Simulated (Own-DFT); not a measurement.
# One host, several defects: L1_0 TiAl

Everything here is calculated. The program is Own-DFT (plane waves, in-house, since retired, never reviewed by a person); positions were held fixed, and spin and spin-orbit coupling were off.

Common settings: PBE; PseudoDojo norm-conserving scalar-relativistic files; cutoff 42 hartree; 4 x 4 x 4 k mesh centred on Gamma; cold (Marzari-Vanderbilt) smearing of 0.2 eV.

Keep in mind: forces on such cells failed a check on a denser k mesh; stress not checked against mesh or cutoff.

All runs share one cell, with vectors in Å (5.622, 5.622, 0.000); (-5.622, 5.622, 0.000); (0.000, 0.000, 8.133) and a volume of 514.0 Å³. The atoms are randomly displaced, by u rms on each axis. The defect's site can differ from row to row.

| cell | formula | u (Å) | P (GPa) |
|---|---|---|---|
| no defect | Al16Ti16 | 0.0206 | 1.18 |
| no defect | Al16Ti16 | 0.0474 | 1.68 |
| no defect | Al16Ti16 | 0.0497 | 1.80 |
| two Al vacancies | Al14Ti16 | 0.0301 | -0.40 |
| two Al vacancies | Al14Ti16 | 0.0305 | -0.68 |
| two Al vacancies | Al14Ti16 | 0.0552 | ? |
| two Al vacancies | Al14Ti16 | 0.0589 | 0.10 |
| one Ti vacancy | Al16Ti15 | 0.0246 | 0.41 |
| one Ti vacancy | Al16Ti15 | 0.0265 | 0.45 |
| one Ti vacancy | Al16Ti15 | 0.0304 | 0.51 |

## Analysis

P = P0 + c u² + a shift for each defect gives P0 = 1.10 GPa, c = 266 ± 36 GPa/Å² and a scatter of 0.10 GPa. The shifts, and each times the cell's volume:

- one Ti vacancy: -0.84 ± 0.09 GPa, -2.7 eV
- two Al vacancies: -1.89 ± 0.08 GPa, -6.1 eV (-3.0 eV for each of its 2 sites)

Positive is outwards. The product with the volume (160.2 GPa Å³ to the eV) is nearly free of the cell's size; divided by the bulk modulus at the cell's pressure it gives the volume that the defect adds. The atoms around the defects weren't relaxed, which would change these numbers.

## Withheld run

Q: what pressure belongs in the blank (two Al vacancies, u = 0.0552 Å)?

From the fit: 0.01 ± 0.12 GPa. DFT gave 0.03 GPa.
